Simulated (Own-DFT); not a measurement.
# Biaxial strain at fixed height in wurtzite GaN, 72 atoms (Ga36N36)

Source: density functional calculations with Own-DFT, an unreviewed in-house program that is no longer used. Nothing was measured or relaxed, and spin and spin-orbit coupling are left out.

Common settings: PBE; PseudoDojo norm-conserving scalar-relativistic files; cutoff 42 hartree; 4 x 4 x 3 k mesh centred on Gamma; Fermi-Dirac smearing of 0.1 eV.

Keep in mind: forces not confirmed at this smearing and k mesh; stress not checked against mesh or cutoff.

Unstrained cell vectors in Å: (9.567, 0.000, 0.000); (-4.784, 8.285, 0.000); (0.000, 0.000, 10.370). The unstrained cell has measured lattice constants (interpolated for alloys), not those of this functional. That, the random moves and any unrelaxed bonds set the pressure at no strain. Each run strains x and y alike by e, as a substrate would, and holds the height along z. Each atom got a random Gaussian move of width 0.05 Å along each axis. Stress is positive in tension.

| e (%) | u (Å) | (s_xx + s_yy)/2 (GPa) | s_zz (GPa) |
|---|---|---|---|
| -2.75 | 0.045 | -24.65 | -11.67 |
| -2.50 | 0.048 | -22.10 | -11.90 |
| -2.25 | 0.051 | ? | ? |
| -1.00 | 0.053 | -13.53 | -9.38 |
| -0.25 | 0.051 | -8.90 | -8.54 |
| 0.50 | 0.049 | -4.31 | -6.85 |
| 1.00 | 0.052 | -2.42 | -6.98 |
| 1.25 | 0.052 | -1.16 | -5.82 |
| 1.75 | 0.052 | 1.03 | -5.37 |
| 2.25 | 0.049 | 4.06 | -6.28 |

## Worked fit

With e as a fraction, the in-plane stress is -7.5 + 550 e - 2118 e² GPa (errors 9 and 607, scatter 0.42), and s_zz is -8.1 + 132 e GPa (slope ± 12, scatter 0.60). At e = 0 the first slope is C11 + C12 and the second 2 C13, both with the ions held to the strained lattice and at the cell's own pressure. The term in e² is negative: the layer stiffens under compression and softens under tension. A free layer would change its height as e changes, and the in-plane slope would drop by 2 C13²/C33 to the biaxial modulus. At fixed height, a misfit of 1 % moves the in-plane stress by about 5.5 GPa and s_zz by 1.3 GPa.

## Test on the hidden row

The question: what are the two stresses at e = -2.25 %?

The fitted form gives -21.0 and -11.1 GPa. DFT gave -21.42 and -11.03 GPa.
